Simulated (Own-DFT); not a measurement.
# Strain and stress in wurtzite AlN, 72 atoms (Al36N36)

All numbers below are calculated, not measured. They come from Own-DFT, an in-house plane-wave density functional program, since retired, whose code no person has reviewed. Each row is one single-point run on a periodic cell that was not relaxed, without spin or spin-orbit coupling.

Settings of every run: PBE; PseudoDojo norm-conserving scalar-relativistic files; cutoff 42 hartree; 4 x 4 x 3 k mesh centred on Gamma; Gaussian smearing of 0.01 eV.

Known limits: k mesh not checked against a denser one; stress not checked against mesh or cutoff.

Unstrained cell vectors in Å: (9.336, 0.000, 0.000); (-4.668, 8.085, 0.000); (0.000, 0.000, 9.964). The unstrained cell has measured lattice constants (interpolated for alloys), not those of this functional. That, the random moves and any unrelaxed bonds set the pressure at no strain. Each run strains this cell uniformly, with the atoms carried along. Every atom was also moved at random, by a Gaussian of width 0.05 Å on each axis. Strain is the symmetric tensor, in per cent. Stress is positive in tension, and the pressure is minus a third of its trace.

```
run  e_xx (%)  e_yy (%)  e_zz (%)  s_xx (GPa)  s_yy (GPa)  s_zz (GPa)  P (GPa)  E (meV/atom)
  1     -0.50     -0.50      0.00       -9.36       -6.57       -7.68     7.87          15.5
  2      2.25      2.25      0.00        6.15        5.75       -1.15    -3.59           0.4
  3     -1.25     -1.25      0.00      -11.95      -14.67       -7.13    11.25          20.8
  4     -0.25     -0.25      0.00       -6.50       -8.63       -5.73     6.95          18.5
  5      3.00      3.00      0.00        8.82        9.07       -1.07    -5.61          20.4
  6      1.50      1.50      0.00        2.29        2.63       -3.07    -0.62           0.0
  7     -2.75     -2.75      0.00      -22.99      -23.28       -9.38    18.55          41.3
  8     -2.00     -2.00      0.00      -16.69      -17.88       -9.94    14.84          28.1
  9     -2.25     -2.25      0.00           ?           ?           ?        ?             ?
```

E is the free energy for each atom above the lowest run shown.

## Worked fit

The change of volume is close to e_xx + e_yy + e_zz. A straight line through the runs shown gives P = 6.28 - 212 x (fractional change of volume) GPa, with an error of 6 on the slope and a scatter of 0.64 GPa. The strain isn't the same on all axes and the cell isn't cubic, so the slope belongs to this path and is not the bulk modulus.

## Withheld run

Question: what pressure should run 9 give? Its volume changes by -4.45 %.

The line gives 15.7 GPa. The calculation gave 16.29 GPa.
